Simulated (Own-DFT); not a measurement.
## Calculated data, GaN (wurtzite, strained, atoms displaced)

All values are calculated (Own-DFT development build). A calculation, not a measurement: plane-wave PBE density functional theory by an unreviewed code, no spin, of a simulated periodic cell, stress positive in tension, free energy of the whole cell less one offset for each atom, forces on such cells passed a denser k mesh, this cell's mesh not checked; offsets are fitted by least squares, one for each functional and potential file, so energies compare only between cells with the same atoms and settings and are not formation energies; the far tail of each file's local potential was reset to the Coulomb form; each entry is a single point on an unrelaxed cell, so the pressure reflects the starting lattice, mostly measured values (interpolated for alloys), from which strain is counted, and rises with the displacements; printed positions are rounded, which can move forces by about a meV/angstrom; the program, named Own-DFT, is a retired in-house code; no spin-orbit coupling.

Common to all runs: functional PBE; potential files PseudoDojo norm-conserving, scalar-relativistic, standard set with the stringent files for Ga; wave cutoff 96 hartree; occupations Gaussian; smearing width 0.01 eV; k mesh 3 x 4 x 3 centred on Gamma.

(1) GaN (wurtzite, strained, atoms displaced)

```
GaN
1.0
     12.7560     0.0000     0.0000
     -4.7835     8.2853     0.0000
      0.0000     0.0000    10.2404
Ga N Ga N Ga N Ga N Ga N Ga N Ga N Ga N Ga N Ga N Ga N Ga N Ga N Ga N Ga N Ga N Ga N Ga N Ga N Ga N Ga N Ga N Ga N Ga N
2 2 2 2 2 2 2 2 2 2 2 2 2 2 2 2 2 2 2 2 2 2 2 2 2 2 2 2 2 2 2 2 2 2 2 2 2 2 2 2 2 2 2 2 2 2 2 2
Direct
  0.08205 0.22307 0.99874
  0.16441 0.10284 0.24787
  0.08560 0.22665 0.18230
  0.16513 0.11374 0.43808
  0.09588 0.23305 0.49181
  0.16757 0.10683 0.74765
  0.08168 0.22703 0.69843
  0.17469 0.11692 0.93704
  0.08564 0.55209 0.99820
  0.16873 0.43665 0.24682
  0.07530 0.55510 0.18632
  0.16744 0.43991 0.43575
  0.08361 0.55766 0.49710
  0.16687 0.44608 0.74428
  0.08685 0.56488 0.68774
  0.17194 0.44231 0.92743
  0.08057 0.88757 0.99560
  0.16598 0.77368 0.25166
  0.07911 0.88475 0.18988
  0.16355 0.77558 0.43712
  0.08832 0.89040 0.50024
  0.16697 0.78141 0.74703
  0.08414 0.88445 0.68728
  0.16831 0.77780 0.93738
  0.33940 0.23694 0.00399
  0.42809 0.11910 0.25442
  0.33399 0.23213 0.18907
  0.41453 0.12274 0.42966
  0.33307 0.22682 0.50317
  0.41996 0.12228 0.74445
  0.32946 0.21370 0.69055
  0.41237 0.11090 0.94152
  0.33340 0.55685 0.99703
  0.41577 0.43436 0.25354
  0.33386 0.56069 0.19488
  0.40971 0.44126 0.43414
  0.33612 0.54515 0.50492
  0.41607 0.44574 0.74336
  0.33527 0.55689 0.68639
  0.40626 0.42839 0.93966
  0.32691 0.88108 0.99667
  0.41109 0.77601 0.24619
  0.33295 0.89401 0.17952
  0.40975 0.76813 0.44424
  0.33380 0.88663 0.49173
  0.41771 0.78038 0.74719
  0.33082 0.88402 0.69114
  0.41589 0.77367 0.94571
  0.57893 0.21958 0.99631
  0.66328 0.09992 0.25319
  0.58854 0.22973 0.18707
  0.66881 0.11367 0.43075
  0.58409 0.21566 0.50239
  0.65335 0.09797 0.75417
  0.57598 0.21368 0.68979
  0.65720 0.10385 0.93947
  0.59543 0.55475 0.00735
  0.66619 0.44651 0.23856
  0.59494 0.56528 0.18941
  0.66870 0.44557 0.43578
  0.57492 0.55648 0.49978
  0.67287 0.44781 0.75383
  0.58520 0.55617 0.69357
  0.66725 0.44237 0.94248
  0.59382 0.89445 0.99794
  0.67328 0.76954 0.25053
  0.58737 0.89728 0.19165
  0.66065 0.77163 0.43676
  0.57516 0.87516 0.49949
  0.66849 0.79192 0.75168
  0.58610 0.89036 0.69606
  0.66448 0.78062 0.94864
  0.82141 0.21291 0.99676
  0.92597 0.12669 0.24700
  0.82803 0.21052 0.19087
  0.92498 0.12499 0.43837
  0.83309 0.22550 0.49959
  0.91297 0.11015 0.75700
  0.83387 0.23642 0.68541
  0.92237 0.12212 0.94143
  0.82089 0.55451 0.99636
  0.91340 0.44638 0.24764
  0.83398 0.54757 0.20188
  0.91254 0.43574 0.42794
  0.84557 0.57306 0.49781
  0.91747 0.44573 0.75265
  0.84023 0.56541 0.69299
  0.90952 0.43604 0.93460
  0.83177 0.88343 0.99573
  0.92225 0.78643 0.25017
  0.84038 0.88348 0.18529
  0.91660 0.77378 0.44075
  0.83628 0.89082 0.50329
  0.91164 0.78026 0.75872
  0.84423 0.89309 0.69112
  0.91832 0.77896 0.93518
```

Results for GaN (wurtzite, strained, atoms displaced): free energy of cell above offsets -1.487 eV; pressure 10.42 GPa; stress xx -8.2 GPa; stress yy -10.25 GPa; stress zz -12.82 GPa; stress yz -0.15 GPa; stress xz 0 GPa; stress xy 0.88 GPa.

Force:
```
element  x (eV/Å)  y (eV/Å)  z (eV/Å)
     Ga     1.628     0.424    -1.173
     Ga     0.148     1.044    -0.282
      N      0.82    -0.868     0.607
      N     1.419    -0.834    -0.277
     Ga    -2.241    -1.709     2.382
     Ga    -1.398     0.225     0.669
      N      0.86    -1.059    -1.763
      N    -1.213    -1.134     0.578
     Ga    -0.716    -0.254    -0.471
     Ga     -1.04     1.659     0.191
      N      1.97    -0.221     0.038
      N    -0.046     2.216     0.037
     Ga    -0.112    -1.342     0.034
     Ga    -0.335     0.311    -0.153
      N    -0.042    -1.133    -0.383
      N    -1.088     0.422     1.875
     Ga     1.312     0.891      0.48
     Ga    -0.108     0.333    -1.249
      N     1.442     0.536    -0.714
      N     0.769     0.409    -0.008
     Ga    -1.087     0.225     0.104
     Ga     0.412    -0.331     0.635
      N    -1.178     0.647     0.233
      N    -1.351    -0.793    -0.176
     Ga     0.064    -4.477     0.502
     Ga    -1.278    -0.508    -2.742
      N     0.606    -2.253     0.301
      N     1.054    -1.374     2.717
     Ga    -0.049    -0.994    -0.494
     Ga    -0.736    -2.477      1.89
      N    -0.259     1.783    -1.154
      N     0.503     0.096    -0.761
     Ga     0.572    -0.717     0.665
     Ga    -0.525      2.61    -1.174
      N     0.846    -1.189    -1.106
      N     1.574    -0.134     1.068
     Ga    -2.578     1.165    -1.085
     Ga     0.364    -0.629     1.833
      N     0.156     0.075     0.582
      N     1.237      5.48    -1.654
     Ga     0.977     1.376    -0.477
     Ga     0.876     1.026     0.108
      N      0.01    -0.027     2.281
      N     0.478     0.376    -0.868
     Ga    -0.782     0.693     1.216
     Ga    -0.616    -0.602     1.221
      N     0.544     1.399    -1.125
      N     0.645     1.025    -1.346
     Ga    -0.552    -0.913     0.923
     Ga     0.042     2.332    -1.033
      N     0.139    -1.043    -0.578
      N    -0.457    -1.398      2.85
     Ga     -0.35     1.563     -1.15
     Ga     1.025     2.874    -0.669
      N     1.572     1.556    -0.056
      N     0.373     0.942    -0.537
     Ga    -3.496     0.277    -1.292
     Ga     1.563    -0.496     2.856
      N    -1.937    -1.996    -0.264
      N    -0.697     0.077     0.747
     Ga     2.512    -1.114     0.137
     Ga    -0.318    -0.299    -1.598
      N    -0.248     0.614    -0.199
      N    -1.068    -1.005    -1.232
     Ga    -3.195    -0.982     2.171
     Ga    -0.996     3.018      0.04
      N     0.126    -3.178    -0.757
      N     0.792     0.876     0.829
     Ga      0.28     1.788    -0.454
     Ga     2.127    -2.116     0.488
      N    -0.994    -0.752    -1.864
      N     2.102    -1.309    -1.893
     Ga     1.128     1.173     1.001
     Ga    -0.695    -1.708     0.454
      N     -0.24      1.14    -1.053
      N    -0.016    -1.571     0.099
     Ga     0.302    -0.316    -0.269
     Ga     0.208     1.592    -1.378
      N    -0.191    -2.627     0.785
      N    -1.459    -2.043     0.098
     Ga     4.552     0.696     1.865
     Ga     1.513    -2.095    -0.533
      N    -2.295     2.484    -2.899
      N     0.377     1.813     2.279
     Ga    -0.845    -4.305     0.641
     Ga     0.301     0.872      -0.7
      N    -0.627    -0.745    -0.463
      N    -0.121     0.778     1.558
     Ga     0.334     1.628     0.954
     Ga    -0.056    -2.167      0.65
      N    -1.638     1.256     0.075
      N     0.009     3.414    -0.779
     Ga     -0.12      0.69    -0.983
     Ga     2.431    -0.457    -2.157
      N    -2.957     0.406    -0.157
      N    -0.751    -0.612     1.836
```

(2) GaN (wurtzite, strained, atoms displaced)

```
GaN
1.0
     12.7560     0.0000     0.0000
     -4.7835     8.2853     0.0000
      0.0000     0.0000    10.2404
Ga N Ga N Ga N Ga N Ga N Ga N Ga N Ga N Ga N Ga N Ga N Ga N Ga N Ga N Ga N Ga N Ga N Ga N Ga N Ga N Ga N Ga N Ga N Ga N
2 2 2 2 2 2 2 2 2 2 2 2 2 2 2 2 2 2 2 2 2 2 2 2 2 2 2 2 2 2 2 2 2 2 2 2 2 2 2 2 2 2 2 2 2 2 2 2
Direct
  0.08734 0.22622 0.00172
  0.17062 0.11380 0.25399
  0.07907 0.21457 0.18986
  0.15958 0.11188 0.44146
  0.09041 0.22511 0.50092
  0.16967 0.12143 0.75879
  0.08215 0.21606 0.69079
  0.16554 0.11697 0.94018
  0.08548 0.56467 0.99484
  0.16994 0.44614 0.25796
  0.08199 0.55837 0.19408
  0.16735 0.44165 0.44249
  0.08553 0.55507 0.49733
  0.17263 0.45581 0.74184
  0.07879 0.55654 0.69286
  0.15738 0.44216 0.93912
  0.07442 0.88375 0.00464
  0.16636 0.77879 0.25769
  0.09164 0.89359 0.19312
  0.16540 0.78275 0.43262
  0.08265 0.88809 0.50834
  0.16864 0.77699 0.74865
  0.08568 0.88521 0.68813
  0.17382 0.79231 0.93140
  0.32945 0.22591 0.99506
  0.41888 0.11535 0.24483
  0.33344 0.21668 0.19441
  0.41621 0.11895 0.43456
  0.34068 0.23612 0.49583
  0.41444 0.10583 0.75027
  0.33027 0.21630 0.68762
  0.41685 0.10389 0.93374
  0.33420 0.55280 0.98635
  0.41623 0.45017 0.25010
  0.33528 0.55304 0.18620
  0.41673 0.44770 0.43394
  0.33366 0.55952 0.49846
  0.41858 0.43966 0.75198
  0.33102 0.55854 0.68520
  0.41068 0.43791 0.94824
  0.33720 0.89722 0.99739
  0.41090 0.77911 0.24432
  0.32376 0.88301 0.18795
  0.41438 0.76916 0.43731
  0.33156 0.89015 0.49921
  0.41709 0.77565 0.74200
  0.32970 0.88637 0.68873
  0.41710 0.78218 0.93933
  0.58436 0.22161 0.99570
  0.67256 0.10965 0.25036
  0.58083 0.21926 0.18104
  0.67180 0.11881 0.44701
  0.58125 0.21828 0.50592
  0.67486 0.11816 0.74944
  0.57632 0.20492 0.68418
  0.65859 0.10405 0.94025
  0.58459 0.55891 0.99176
  0.67007 0.44542 0.24722
  0.58040 0.55800 0.18559
  0.66894 0.44807 0.43709
  0.58628 0.56116 0.50458
  0.66189 0.43983 0.75050
  0.57582 0.55475 0.68833
  0.67240 0.45058 0.93592
  0.58202 0.88081 0.00190
  0.67017 0.78824 0.25773
  0.57962 0.88455 0.18651
  0.66743 0.78142 0.44052
  0.57734 0.89013 0.49573
  0.67073 0.78969 0.74616
  0.57497 0.88230 0.69038
  0.66891 0.78398 0.94190
  0.83718 0.22433 0.99795
  0.91501 0.12336 0.24946
  0.82629 0.21812 0.19080
  0.91237 0.10715 0.43101
  0.83420 0.22110 0.49423
  0.91932 0.10832 0.75150
  0.83152 0.22803 0.69046
  0.91685 0.11088 0.94483
  0.82999 0.55956 0.00010
  0.92758 0.44645 0.24890
  0.84049 0.56300 0.18787
  0.91754 0.44041 0.43928
  0.83297 0.56000 0.49414
  0.91473 0.44847 0.75469
  0.83618 0.55123 0.69098
  0.91763 0.44613 0.92953
  0.83499 0.89298 0.99108
  0.91464 0.77860 0.24120
  0.84208 0.89089 0.18548
  0.93035 0.78968 0.43973
  0.83262 0.89114 0.49654
  0.91534 0.77615 0.74311
  0.84340 0.89994 0.68660
  0.91570 0.78702 0.92913
```

The calculation gives: free energy of cell above offsets -4.223 eV; pressure 9.47 GPa; stress xx -9.2 GPa; stress yy -6.93 GPa; stress zz -12.28 GPa; stress yz 0.79 GPa; stress xz 0.42 GPa; stress xy -0.35 GPa.

Force:
```
element  x (eV/Å)  y (eV/Å)  z (eV/Å)
     Ga    -1.092     0.026     0.475
     Ga    -0.741    -0.435    -0.065
      N       0.3     1.493     0.283
      N     2.608    -0.252    -0.183
     Ga     -2.02    -0.748     0.481
     Ga     0.243    -1.743    -1.623
      N    -0.255     1.586    -0.306
      N     0.371    -0.937     0.647
     Ga    -0.085     0.298     0.579
     Ga    -0.052    -0.462    -2.017
      N     2.087     0.291    -1.368
      N     -0.19     0.691     0.198
     Ga    -0.946     0.451     0.761
     Ga    -1.751     -1.79     1.228
      N     1.002    -0.151     -1.19
      N      1.56     0.742    -0.827
     Ga     1.428     0.926    -0.434
     Ga    -0.445      -0.1    -2.237
      N    -1.468    -0.518    -0.871
      N     0.808    -0.637     2.953
     Ga     1.024     1.269    -0.975
     Ga    -0.828     0.065     -0.25
      N    -0.645     0.867     1.425
      N     -0.91    -1.027     1.553
     Ga     1.288    -2.212     1.826
     Ga     0.224     -0.92     0.354
      N    -0.804     1.459    -1.382
      N     0.924    -0.861     0.499
     Ga    -1.073    -1.756     0.341
     Ga    -0.247    -0.211    -0.606
      N      0.41     1.024     0.164
      N    -0.831     2.492     0.587
     Ga    -2.178     1.021     1.752
     Ga      1.06     -0.83    -0.905
      N    -1.441     0.484    -0.429
      N     0.275     1.051     1.213
     Ga     0.602    -1.105    -0.046
     Ga    -1.618    -0.385     -0.05
      N     1.611    -0.607     0.392
      N     1.556     1.306    -2.318
     Ga    -0.315    -1.617     0.736
     Ga     0.534    -0.517    -0.032
      N     1.386     1.077    -0.205
      N    -0.927     1.814    -0.567
     Ga    -0.097      0.33    -0.352
     Ga    -1.357     0.415      1.62
      N     0.939    -0.008    -0.745
      N     0.329    -1.063    -0.679
     Ga    -0.408     0.069    -0.015
     Ga    -2.878    -0.603     0.391
      N     1.032      0.47     1.117
      N     -1.12    -1.419    -1.533
     Ga    -0.268     0.764    -2.028
     Ga    -1.357    -1.558     0.546
      N    -0.087     1.749     1.842
      N     1.719     0.581    -0.406
     Ga    -0.003    -0.064     1.527
     Ga    -0.869     0.014    -0.376
      N     1.133     0.356     0.129
      N    -0.515    -0.365     0.418
     Ga    -0.269    -0.618    -1.536
     Ga      0.77    -0.011    -1.123
      N     1.732     0.713     0.785
      N    -1.423    -0.979     0.011
     Ga    -0.988     0.988    -0.451
     Ga      0.69    -1.182    -2.139
      N     0.184     0.662     1.264
      N    -0.328    -0.082     0.832
     Ga     0.854     0.309     0.737
     Ga      0.08    -0.554     0.343
      N     1.875     1.524    -1.055
      N     0.283    -0.883    -1.547
     Ga    -1.212    -0.117    -0.104
     Ga     1.796    -1.786    -0.748
      N     1.297     1.876    -1.281
      N     0.512     0.842     1.513
     Ga      0.67     0.436     1.467
     Ga    -0.884     1.907     0.374
      N     1.926    -0.417    -0.604
      N     0.175     0.726    -1.039
     Ga     1.606      0.48    -0.373
     Ga    -2.649    -0.674     0.603
      N    -0.093    -1.492    -0.139
      N    -0.213     0.809    -0.357
     Ga     1.209     0.142      0.54
     Ga     1.082    -0.777     -2.12
      N    -2.524     0.679     -1.16
      N    -0.502     0.273     3.604
     Ga    -0.208    -0.218      1.72
     Ga     1.856      0.92     1.788
      N    -2.572     0.812    -0.193
      N    -2.824    -1.823    -0.832
     Ga     1.245     0.214    -0.193
     Ga     1.017     0.032    -0.154
      N    -1.453    -1.773    -0.338
      N     0.655    -1.241      0.89
```

(3) GaN (wurtzite, strained, atoms displaced)

```
GaN
1.0
     12.7560     0.0000     0.0000
     -4.7835     8.2853     0.0000
      0.0000     0.0000    10.2404
Ga N Ga N Ga N Ga N Ga N Ga N Ga N Ga N Ga N Ga N Ga N Ga N Ga N Ga N Ga N Ga N Ga N Ga N Ga N Ga N Ga N Ga N Ga N Ga N
2 2 2 2 2 2 2 2 2 2 2 2 2 2 2 2 2 2 2 2 2 2 2 2 2 2 2 2 2 2 2 2 2 2 2 2 2 2 2 2 2 2 2 2 2 2 2 2
Direct
  0.08864 0.22289 0.99008
  0.16108 0.10702 0.25544
  0.08019 0.21761 0.20049
  0.16754 0.11342 0.43975
  0.08020 0.21185 0.50050
  0.16486 0.10663 0.75242
  0.08226 0.21831 0.69062
  0.16910 0.11226 0.94008
  0.08419 0.55660 0.98851
  0.16235 0.44641 0.24883
  0.08820 0.54721 0.19271
  0.15888 0.44108 0.43346
  0.07915 0.55749 0.49943
  0.16540 0.45124 0.74551
  0.08426 0.55253 0.68385
  0.16942 0.45096 0.94640
  0.08621 0.89069 0.99366
  0.16680 0.78739 0.24210
  0.07924 0.88056 0.17760
  0.16965 0.78919 0.44675
  0.08111 0.88203 0.49304
  0.16303 0.77158 0.75259
  0.07456 0.88496 0.68688
  0.15493 0.76601 0.94392
  0.33328 0.22346 0.99772
  0.41696 0.11624 0.25247
  0.34014 0.22851 0.18241
  0.41286 0.10987 0.43303
  0.33729 0.22458 0.50378
  0.41732 0.12057 0.74773
  0.33140 0.22819 0.69285
  0.41705 0.11397 0.94038
  0.33540 0.55607 0.99138
  0.42445 0.44713 0.25285
  0.32639 0.55035 0.18255
  0.41824 0.43814 0.43736
  0.33392 0.54611 0.50175
  0.41756 0.44262 0.75384
  0.34165 0.55557 0.68707
  0.42574 0.44659 0.95000
  0.33907 0.89321 0.99327
  0.41454 0.77476 0.24931
  0.33515 0.89219 0.18532
  0.42082 0.78653 0.43346
  0.33781 0.89851 0.50490
  0.42546 0.78386 0.75406
  0.33641 0.89390 0.68495
  0.42272 0.77983 0.93913
  0.58638 0.22705 0.00028
  0.66355 0.11584 0.24585
  0.58437 0.22519 0.18224
  0.66428 0.11348 0.43809
  0.58340 0.22697 0.50070
  0.66396 0.11370 0.75076
  0.58774 0.22943 0.68882
  0.66564 0.11145 0.93563
  0.58310 0.55270 0.99566
  0.66080 0.44545 0.23891
  0.57791 0.55269 0.18803
  0.67046 0.44469 0.44069
  0.58509 0.55331 0.49901
  0.66476 0.43565 0.75085
  0.57587 0.55341 0.69157
  0.66183 0.44653 0.95115
  0.58844 0.89128 0.00334
  0.66179 0.77722 0.24902
  0.58001 0.89038 0.19031
  0.65876 0.76403 0.43956
  0.57704 0.88033 0.50567
  0.66958 0.78154 0.74299
  0.58426 0.88560 0.68574
  0.66654 0.77128 0.94110
  0.83108 0.21848 0.00562
  0.91267 0.10966 0.24484
  0.84023 0.21465 0.18730
  0.91994 0.11977 0.43063
  0.83187 0.21758 0.50299
  0.91105 0.10678 0.75155
  0.83167 0.22251 0.68915
  0.92074 0.10812 0.94187
  0.82776 0.54650 0.00490
  0.91460 0.44042 0.24483
  0.83740 0.56279 0.18582
  0.91355 0.44358 0.44155
  0.83024 0.54789 0.49462
  0.91618 0.43862 0.74954
  0.82540 0.54898 0.68481
  0.92326 0.44723 0.94235
  0.82510 0.88443 0.00378
  0.90615 0.76907 0.24948
  0.82871 0.88622 0.18360
  0.91300 0.76796 0.44083
  0.82413 0.88909 0.50188
  0.92089 0.78844 0.74546
  0.83892 0.88745 0.69023
  0.91902 0.78426 0.94215
```

It finds free energy of cell above offsets -3.608 eV; pressure 9.7 GPa; stress xx -9.48 GPa; stress yy -7.61 GPa; stress zz -12 GPa; stress yz 0.18 GPa; stress xz -0.62 GPa; stress xy 0.87 GPa.

Force:
```
element  x (eV/Å)  y (eV/Å)  z (eV/Å)
     Ga    -0.971     0.239     2.175
     Ga     0.845     0.218    -1.501
      N     0.322     0.174    -2.103
      N     0.767     -0.72     0.697
     Ga    -0.387     1.471    -0.233
     Ga    -0.366     0.044    -0.686
      N    -0.472     0.473     0.251
      N     0.481    -0.035    -0.592
     Ga     0.484    -1.109     3.116
     Ga      2.72    -1.737     0.415
      N    -4.093     2.456    -1.713
      N     1.203     0.262     2.032
     Ga     0.877     0.193    -1.394
     Ga     1.977    -1.257     0.486
      N    -1.145     0.563     0.938
      N     0.487    -0.942    -2.238
     Ga     -1.35    -0.234     0.453
     Ga     1.154    -1.555     0.906
      N    -0.993     1.048     1.852
      N     1.301    -1.441    -1.535
     Ga    -1.321     1.186     0.907
     Ga    -0.212     0.889    -0.705
      N      2.83     0.875    -0.282
      N      2.11     2.583     -1.75
     Ga     0.341      0.09     0.646
     Ga      -0.1    -0.669    -1.764
      N    -0.921    -0.704     1.359
      N     0.777     1.002     1.745
     Ga    -0.955    -0.667    -0.498
     Ga     0.373    -0.813     0.557
      N     0.467    -0.953      -0.4
      N     0.444     0.008    -1.037
     Ga     0.419    -0.005     1.561
     Ga    -2.975    -0.934    -0.962
      N     1.458     0.587     0.749
      N    -0.106      0.63     0.533
     Ga    -1.343     0.752    -1.271
     Ga    -0.393      0.42     0.865
      N     -1.64     0.494     0.931
      N    -2.513    -0.802    -2.241
     Ga    -0.747    -0.658     0.922
     Ga    -0.784    -0.532    -0.698
      N    -0.029     0.203    -0.047
      N    -0.676    -1.351     1.249
     Ga    -0.008    -1.325    -1.699
     Ga    -1.167     -0.83    -0.885
      N      0.01    -0.181     2.242
      N    -0.353     0.222    -0.143
     Ga    -0.684    -1.008    -0.716
     Ga     1.046    -0.465     0.949
      N    -0.069    -0.052     1.171
      N     0.426    -0.594     0.201
     Ga      0.21    -0.549    -0.767
     Ga      0.72    -0.453    -0.667
      N    -0.899    -1.922    -0.151
      N     0.271     0.152     0.749
     Ga    -0.326     1.494     1.331
     Ga     1.314     0.176     1.475
      N      1.26     1.589    -0.403
      N    -1.616    -0.467    -1.539
     Ga    -0.027    -1.117      0.79
     Ga    -0.649     2.674     0.715
      N     1.989     0.321    -0.358
      N      2.15    -0.896    -2.055
     Ga    -0.173    -0.468    -0.314
     Ga     0.319     0.013     0.003
      N     0.609     0.294    -0.191
      N    -0.085     1.923    -0.188
     Ga      0.27     0.994    -2.104
     Ga      0.48    -1.117     1.288
      N     0.136     1.347     1.176
      N    -1.113     0.817    -1.148
     Ga     1.087     0.382    -1.601
     Ga     2.582    -1.243     0.691
      N    -4.024     1.543     -0.08
      N    -0.737    -1.856     1.563
     Ga    -0.358     0.567    -1.106
     Ga     0.833     0.612     0.345
      N     0.085    -0.891     0.374
      N    -1.305     0.186    -0.392
     Ga     0.937     1.926    -1.822
     Ga     1.027     0.593     0.743
      N    -0.515    -2.485      0.78
      N     0.609    -0.687    -0.911
     Ga     0.198     0.669     1.038
     Ga    -0.943     1.145     0.103
      N      1.22      0.68     0.949
      N    -2.007    -1.493     -0.66
     Ga     2.023     0.382    -1.371
     Ga     0.939     1.999     0.227
      N     -0.31    -0.297     2.021
      N    -0.948     1.262    -0.582
     Ga     1.639     0.138    -1.028
     Ga    -0.231     -3.11     1.945
      N     -2.64     0.776    -0.903
      N    -0.549    -1.111    -0.787
```
